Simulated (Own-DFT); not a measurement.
## Calculated data, GaP (zincblende, strongly disordered by large displacements)

All values are calculated (Own-DFT development build). A calculation, not a measurement: plane-wave PBE density functional theory by an unreviewed code, no spin, of a simulated periodic cell, stress positive in tension, free energy of the whole cell less one offset for each atom, forces on such cells passed a denser k mesh, this cell's mesh not checked; broken bonds can close the gap or carry spin, so checks made on this kind of crystal may not hold here; offsets are fitted by least squares, one for each functional and potential file, so energies compare only between cells with the same atoms and settings and are not formation energies; the far tail of each file's local potential was reset to the Coulomb form; each entry is a single point on an unrelaxed cell, so the pressure reflects the starting lattice, mostly measured values (interpolated for alloys), from which strain is counted, and rises with the displacements; printed positions are rounded, which can move forces by about a meV/angstrom; the program, named Own-DFT, is a retired in-house code; no spin-orbit coupling.

Settings shared by all entries: functional PBE; potential files PseudoDojo norm-conserving, scalar-relativistic, standard set; wave cutoff 42 hartree; occupations Fermi-Dirac; smearing width 0.1 eV; hardware one NVIDIA H100; k mesh 3 x 3 x 3 centred on Gamma.

```json
{"entry": 1, "formula": "GaP", "kind": "zincblende, strongly disordered by large displacements", "structure": {"cell_angstrom": [[10.901, 0.0, 0.0], [0.0, 10.901, 0.0], [0.0, 0.0, 10.901]], "atoms_fractional": [["Ga", 0.96266, 0.03396, 0.05644], ["Ga", 0.01081, 0.24568, 0.27139], ["Ga", 0.3214, 0.95977, 0.26678], ["Ga", 0.24224, 0.25752, 0.02636], ["P", 0.0837, 0.18584, 0.06438], ["P", 0.11034, 0.41678, 0.39854], ["P", 0.35982, 0.09488, 0.37098], ["P", 0.35313, 0.3386, 0.13241], ["Ga", 0.03657, 0.04718, 0.52048], ["Ga", 0.04323, 0.23406, 0.70648], ["Ga", 0.26206, 0.00972, 0.74946], ["Ga", 0.28095, 0.25733, 0.50819], ["P", 0.15044, 0.12159, 0.62783], ["P", 0.1598, 0.40213, 0.86998], ["P", 0.39182, 0.11669, 0.88486], ["P", 0.36722, 0.36627, 0.69004], ["Ga", 0.00455, 0.4748, 0.00523], ["Ga", 0.99908, 0.72403, 0.30473], ["Ga", 0.29507, 0.55405, 0.20999], ["Ga", 0.2392, 0.74922, 0.01054], ["P", 0.1443, 0.61882, 0.14946], ["P", 0.08269, 0.84183, 0.42111], ["P", 0.39579, 0.62902, 0.39525], ["P", 0.3666, 0.85886, 0.05895], ["Ga", 0.01469, 0.54187, 0.47464], ["Ga", 0.99259, 0.80092, 0.75154], ["Ga", 0.17912, 0.46244, 0.70278], ["Ga", 0.23443, 0.72864, 0.51093], ["P", 0.19804, 0.62674, 0.64586], ["P", 0.174, 0.88347, 0.92469], ["P", 0.31119, 0.61241, 0.83753], ["P", 0.36005, 0.90557, 0.57055], ["Ga", 0.45753, 0.99196, 0.99326], ["Ga", 0.46913, 0.24676, 0.22568], ["Ga", 0.76718, 0.04519, 0.2684], ["Ga", 0.72412, 0.27119, 0.9933], ["P", 0.66456, 0.15514, 0.11169], ["P", 0.6094, 0.36047, 0.36325], ["P", 0.92061, 0.12952, 0.36607], ["P", 0.83998, 0.38518, 0.161], ["Ga", 0.47997, 0.01905, 0.48291], ["Ga", 0.47998, 0.26088, 0.76748], ["Ga", 0.72734, 0.01267, 0.7809], ["Ga", 0.69217, 0.24546, 0.47015], ["P", 0.6841, 0.16728, 0.62639], ["P", 0.61453, 0.31096, 0.86292], ["P", 0.87318, 0.11819, 0.86843], ["P", 0.9272, 0.40397, 0.64635], ["Ga", 0.43102, 0.51408, 0.9862], ["Ga", 0.44963, 0.75991, 0.25736], ["Ga", 0.75062, 0.49327, 0.26552], ["Ga", 0.77314, 0.76723, 0.0423], ["P", 0.60727, 0.59349, 0.11342], ["P", 0.62563, 0.84121, 0.3143], ["P", 0.83524, 0.63417, 0.36265], ["P", 0.91208, 0.88272, 0.12825], ["Ga", 0.49614, 0.49277, 0.51915], ["Ga", 0.50644, 0.73946, 0.78298], ["Ga", 0.76574, 0.52068, 0.70499], ["Ga", 0.71772, 0.73803, 0.53532], ["P", 0.62444, 0.59146, 0.63006], ["P", 0.65214, 0.82979, 0.84708], ["P", 0.84298, 0.60831, 0.86741], ["P", 0.82043, 0.87385, 0.57529]]}, "results": {"free_energy_of_cell_above_offsets [eV]": "43.251", "pressure [GPa]": 19.96, "stress_xx [GPa]": -19.18, "stress_yy [GPa]": -22.84, "stress_zz [GPa]": -17.86, "stress_yz [GPa]": 5.65, "stress_xz [GPa]": -6.18, "stress_xy [GPa]": -2.63, "force_element": ["Ga", "Ga", "Ga", "Ga", "P", "P", "P", "P", "Ga", "Ga", "Ga", "Ga", "P", "P", "P", "P", "Ga", "Ga", "Ga", "Ga", "P", "P", "P", "P", "Ga", "Ga", "Ga", "Ga", "P", "P", "P", "P", "Ga", "Ga", "Ga", "Ga", "P", "P", "P", "P", "Ga", "Ga", "Ga", "Ga", "P", "P", "P", "P", "Ga", "Ga", "Ga", "Ga", "P", "P", "P", "P", "Ga", "Ga", "Ga", "Ga", "P", "P", "P", "P"], "force_x [eV/angstrom]": [1.285, 4.135, -2.618, 0.495, -4.702, 5.841, -1.693, 0.564, -6.181, -6.655, 1.589, -0.429, 9.219, -1.345, -3.833, -4.444, -1.255, -0.137, 6.816, -2.933, -8.22, 2.776, -1.981, 2.062, -4.903, -0.436, -1.472, 2.703, -2.487, -4.88, 1.597, -2.085, 7.892, 6.393, -1.643, 7.873, -4.75, -4.081, -3.692, 6.032, 7.771, 0.106, -0.373, 3.793, -1.826, 2.715, 1.576, 0.49, 1.581, 0.937, -5.931, -2.357, -0.081, 1.992, -0.489, -1.462, -1.122, -4.934, 5.629, -3.355, -6.477, 3.728, 2.173, 5.501], "force_y [eV/angstrom]": [4.384, 6.781, -7.132, -2.06, -0.7, -7.355, 10.54, 9.731, -5.567, 6.164, -2.523, 1.176, -0.771, -3.328, 4.329, 5.347, 0.612, -0.826, -4.318, -12.62, 2.912, 4.008, -1.232, -0.575, 4.59, -0.612, -4.773, 4.953, 2.819, 8.374, 1.091, -2.929, 1.669, -4.765, -2.3, 2.933, -6.403, 4.715, -4.251, -5.623, -0.867, -7.635, -0.828, -1.769, -3.671, 6.386, 1.28, 0.096, -0.669, 0.752, 3.04, -2.085, 1.306, 1.806, 1.312, -5.954, -2.508, -2.788, -4.312, -3.905, 3.429, 2.875, 1.42, 6.826], "force_z [eV/angstrom]": [-4.917, -4.946, -4.807, -7.205, 3.02, -4.432, -0.1, 0.957, -6.562, 5.715, 1.569, -0.447, 0.62, 6.684, -3.736, -6.573, 0.03, -4.801, 4.007, 1.104, -2.837, 2.552, 0.34, 6.358, 4.513, 0.229, -3.754, -6.909, 4.592, -6.082, 0.452, 3.871, 0.754, 4.457, -1.114, 0.481, 6.133, -3.311, 5.8, -6.431, 2.004, -0.886, -1.737, -1.905, 6.135, -0.977, 0.936, -1.319, 0.644, -1.92, 2.304, -1.8, 0.108, 1.592, 2.993, 4.733, -1.056, -2.298, 3.83, -3.904, -1.126, 3.003, 2.397, 2.974], "wall_time [s]": 662.8}}
{"entry": 2, "formula": "GaP", "kind": "zincblende, strongly disordered by large displacements", "structure": {"cell_angstrom": [[10.901, 0.0, 0.0], [0.0, 10.901, 0.0], [0.0, 0.0, 10.901]], "atoms_fractional": [["Ga", 0.98994, 0.97089, 0.01281], ["Ga", 0.00044, 0.2687, 0.27998], ["Ga", 0.23103, 0.00018, 0.25635], ["Ga", 0.26737, 0.23679, 0.99578], ["P", 0.12714, 0.11587, 0.12575], ["P", 0.12088, 0.36502, 0.39613], ["P", 0.35968, 0.14671, 0.39052], ["P", 0.36383, 0.39377, 0.08485], ["Ga", 0.0139, 0.02158, 0.52904], ["Ga", 0.01794, 0.26021, 0.74384], ["Ga", 0.23532, 0.98882, 0.73496], ["Ga", 0.26306, 0.24322, 0.50671], ["P", 0.10605, 0.13313, 0.63749], ["P", 0.11132, 0.37813, 0.86684], ["P", 0.37465, 0.14299, 0.88449], ["P", 0.34814, 0.3749, 0.60556], ["Ga", 0.99729, 0.52069, 0.98907], ["Ga", 0.0024, 0.73491, 0.21563], ["Ga", 0.22445, 0.50537, 0.24687], ["Ga", 0.24233, 0.7413, 0.97895], ["P", 0.13842, 0.66516, 0.10584], ["P", 0.13829, 0.8942, 0.37054], ["P", 0.36237, 0.62784, 0.38707], ["P", 0.35075, 0.84599, 0.11847], ["Ga", 0.00361, 0.51394, 0.5233], ["Ga", 0.00585, 0.72592, 0.7604], ["Ga", 0.27136, 0.5067, 0.74093], ["Ga", 0.23891, 0.76148, 0.51249], ["P", 0.11054, 0.61681, 0.64114], ["P", 0.13849, 0.85415, 0.86594], ["P", 0.37893, 0.57997, 0.86365], ["P", 0.389, 0.88448, 0.64063], ["Ga", 0.53506, 0.98485, 0.9561], ["Ga", 0.5091, 0.25598, 0.23089], ["Ga", 0.74868, 0.00251, 0.28287], ["Ga", 0.74871, 0.27542, 0.00734], ["P", 0.62514, 0.13039, 0.15061], ["P", 0.64112, 0.35776, 0.3463], ["P", 0.8738, 0.12224, 0.39863], ["P", 0.84936, 0.37377, 0.12089], ["Ga", 0.45946, 0.02057, 0.46819], ["Ga", 0.48823, 0.25971, 0.76277], ["Ga", 0.71582, 0.97986, 0.73117], ["Ga", 0.75599, 0.23606, 0.5143], ["P", 0.59417, 0.11796, 0.62116], ["P", 0.60415, 0.37502, 0.87723], ["P", 0.92056, 0.11371, 0.88625], ["P", 0.84131, 0.34591, 0.63479], ["Ga", 0.47838, 0.48954, 0.9846], ["Ga", 0.48673, 0.72989, 0.23705], ["Ga", 0.75793, 0.48807, 0.23224], ["Ga", 0.76242, 0.77411, 0.99658], ["P", 0.65809, 0.63999, 0.11156], ["P", 0.62789, 0.8732, 0.36865], ["P", 0.89544, 0.61775, 0.40134], ["P", 0.86762, 0.88774, 0.12811], ["Ga", 0.5249, 0.52451, 0.50284], ["Ga", 0.49278, 0.75943, 0.74734], ["Ga", 0.77308, 0.54187, 0.73613], ["Ga", 0.76167, 0.75574, 0.50787], ["P", 0.66836, 0.64274, 0.63217], ["P", 0.62712, 0.86623, 0.84034], ["P", 0.86477, 0.63386, 0.8898], ["P", 0.88423, 0.8798, 0.65126]]}, "results": {"free_energy_of_cell_above_offsets [eV]": "3.151", "pressure [GPa]": 11.93, "stress_xx [GPa]": -10.97, "stress_yy [GPa]": -11.77, "stress_zz [GPa]": -13.07, "stress_yz [GPa]": -1.65, "stress_xz [GPa]": -0.2, "stress_xy [GPa]": -0.6, "force_element": ["Ga", "Ga", "Ga", "Ga", "P", "P", "P", "P", "Ga", "Ga", "Ga", "Ga", "P", "P", "P", "P", "Ga", "Ga", "Ga", "Ga", "P", "P", "P", "P", "Ga", "Ga", "Ga", "Ga", "P", "P", "P", "P", "Ga", "Ga", "Ga", "Ga", "P", "P", "P", "P", "Ga", "Ga", "Ga", "Ga", "P", "P", "P", "P", "Ga", "Ga", "Ga", "Ga", "P", "P", "P", "P", "Ga", "Ga", "Ga", "Ga", "P", "P", "P", "P"], "force_x [eV/angstrom]": [4.067, -2.287, 4.048, -5.182, -0.837, 1.272, 0.126, -3.671, -3.526, -4.123, 0.52, -5.937, 6.452, 2.511, 2.756, 4.643, 0.874, -3.016, 1.084, 5.7, -1.919, -4.329, 0.615, 2.048, -0.838, -1.805, -5.571, 0.34, 4.506, -2.651, 0.534, -2.18, -3.404, -3.896, 0.59, -3.14, 2.422, -0.343, 1.746, 8.374, 5.447, -0.472, 4.04, -4.321, 0.603, 3.378, -2.994, 3.92, 7.553, 0.981, -1.952, -1.451, -3.035, -2.441, -2.059, -1.613, -0.474, -0.282, 2.284, 1.953, -7.511, 0.79, 0.724, 0.358], "force_y [eV/angstrom]": [2.221, -2.552, 2.752, 2.347, 1.466, 2.807, 0.442, -3.003, -4.823, 1.004, 1.341, 0.206, 0.973, 1.788, -5.74, 3.028, -2.001, 2.099, -0.269, 0.102, -6.426, -3.984, -0.346, 2.066, -4.636, 2.625, -3.149, 0.02, 0.874, 2.365, 8.787, 1.028, 3.46, 2.153, 1.203, -4.813, -3.282, 1.552, -0.276, 0.716, -5.4, -0.463, 4.846, -1.908, 0.722, 0.791, 1.4, 4.854, 1.29, 0.467, 4.107, 0.492, -1.383, -1.563, 1.642, -1.5, -1.549, -4.363, -6.395, 2.6, 1.78, -4.567, 0.301, -0.322], "force_z [eV/angstrom]": [-2.294, -2.99, -3.204, 3.2, -0.364, 0.734, -8.62, 7.023, -4.306, 1.461, 1.438, 2.092, 0.506, 1.742, -3.905, 2.79, 1.604, 4.076, -0.064, -3.131, 2.622, 4.541, -0.262, 0.272, -0.97, 1.252, -3.486, -0.071, -0.008, -0.972, 0.042, -3.337, 4.422, 0.872, -1.687, -3.963, -3.582, 3.033, -1.039, 0.907, 3.741, -2.665, -3.356, -2.681, -0.221, -0.388, -0.924, 3.888, 1.532, -0.045, 3.366, -0.581, 1.084, 1.438, -4.141, 3.357, -0.812, 0.371, 3.201, -2.29, -2.306, 4.263, -0.718, -1.488], "wall_time [s]": 553.7}}
```
